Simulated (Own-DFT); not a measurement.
# Device materials side by side: how hard are they to compress?

No measurement is shown. These are fixed-geometry runs of a retired plane-wave code named Own-DFT, which no person has reviewed; spin and spin-orbit coupling are neglected.

Known weak points (not all hold for every row): forces on such cells moved up to 12 meV/angstrom on a denser k mesh; forces not confirmed at this smearing and k mesh; k mesh not checked against a denser one; forces on such cells passed a denser k mesh, each cell not checked; stress not checked against mesh or cutoff.

All runs are PBE with PseudoDojo norm-conserving files; cutoff and k mesh are each material's own. Every cell starts from measured lattice constants and was given uniform random strains and small random moves of its atoms. Each triple is the change of volume in per cent, the rms move u in Å and the pressure in GPa.

- 3C SiC (C48Si48), 10.36 Å³/atom unstrained: (-3.24, 0.048, 13.40); (-1.32, 0.052, 8.64); (-1.11, 0.050, 8.52); (-0.31, 0.049, 5.67); (0.01, 0.048, 5.34); (0.07, 0.048, 5.35); (2.84, 0.049, -0.24)
- wurtzite GaN (Ga48N48), 11.42 Å³/atom unstrained: (-3.29, 0.051, 14.25); (-3.13, 0.051, 13.82); (-0.79, 0.052, 8.67); (-0.15, 0.052, 8.46); (0.62, 0.050, 6.03); (1.23, 0.048, 4.54); (1.46, 0.054, 4.70)
- diamond silicon (Si64), 20.02 Å³/atom unstrained: withheld
- zincblende GaP (Ga32P32), 20.24 Å³/atom unstrained: (-1.58, 0.055, 5.05); (-0.92, 0.048, 4.56); (-0.49, 0.051, 3.95); (-0.47, 0.053, 3.75); (0.71, 0.047, 2.50); (2.33, 0.051, 1.47); (3.58, 0.051, 0.50)
- zincblende GaAs (As32Ga32), 22.58 Å³/atom unstrained: (-1.86, 0.050, 5.71); (-1.00, 0.050, 5.02); (-0.77, 0.050, 4.91); (-0.01, 0.051, 3.95); (1.98, 0.050, 2.54); (2.33, 0.049, 2.53); (2.46, 0.050, 2.28)
- grey tin (Sn64), 34.15 Å³/atom unstrained: (-3.09, 0.052, 5.62); (-1.88, 0.047, 4.73); (-1.58, 0.052, 4.57); (-1.48, 0.048, 4.52); (-0.30, 0.049, 3.90); (0.72, 0.048, 3.28); (1.46, 0.051, 3.11)

## Fit

Fit a line to each set against the fractional change of volume; B is minus its slope, and u is nearly the same within a set. To take it to zero pressure, assume that B rises by 4 GPa for each GPa: B0 = B - 4 x (mean pressure). The bond length of an ideal tetrahedral crystal with the unstrained volume v is d = (√3/4)(8 v)^(1/3). Cohen's empirical rule reads B0 = (1971 - 220 L) d^(-3.5) GPa, with L = 0 for group IV crystals and SiC and 1 for III-V compounds.

| material | L | d (Å) | B (GPa) | mean P (GPa) | B0 (GPa) | rule (GPa) |
|---|---|---|---|---|---|---|
| 3C SiC (C48Si48) | 0 | 1.888 | 226 ± 11 | 6.7 | 200 ± 11 | 213 |
| wurtzite GaN (Ga48N48) | 1 | 1.950 | 205 ± 9 | 8.6 | 171 ± 9 | 169 |
| diamond silicon (Si64) | 0 | 2.352 | ? | ? | ? | 99 |
| zincblende GaP (Ga32P32) | 1 | 2.360 | 89 ± 5 | 3.1 | 76 ± 5 | 87 |
| zincblende GaAs (As32Ga32) | 1 | 2.448 | 79 ± 4 | 3.8 | 63 ± 4 | 76 |
| grey tin (Sn64) | 0 | 2.810 | 55 ± 3 | 4.2 | 38 ± 3 | 53 |

A line through ln[B0/(1971 - 220 L)] against ln d has a slope of -4.2 ± 0.2 and a scatter of 5 %. Against the rule, B0 stands at 94 % for 3C SiC, 101 % for wurtzite GaN, 88 % for zincblende GaP, 83 % for zincblende GaAs, 72 % for grey tin. PBE tends to make silicon and heavier crystals too soft, and the rule itself is only a guide.

## Test on the hidden row

Question: what B0 does the fitted trend give for diamond silicon (Si64)?

The line gives 84 GPa. Its own runs give B = 96 ± 2 GPa at a mean pressure of 3.9 GPa, so B0 = 80 GPa.
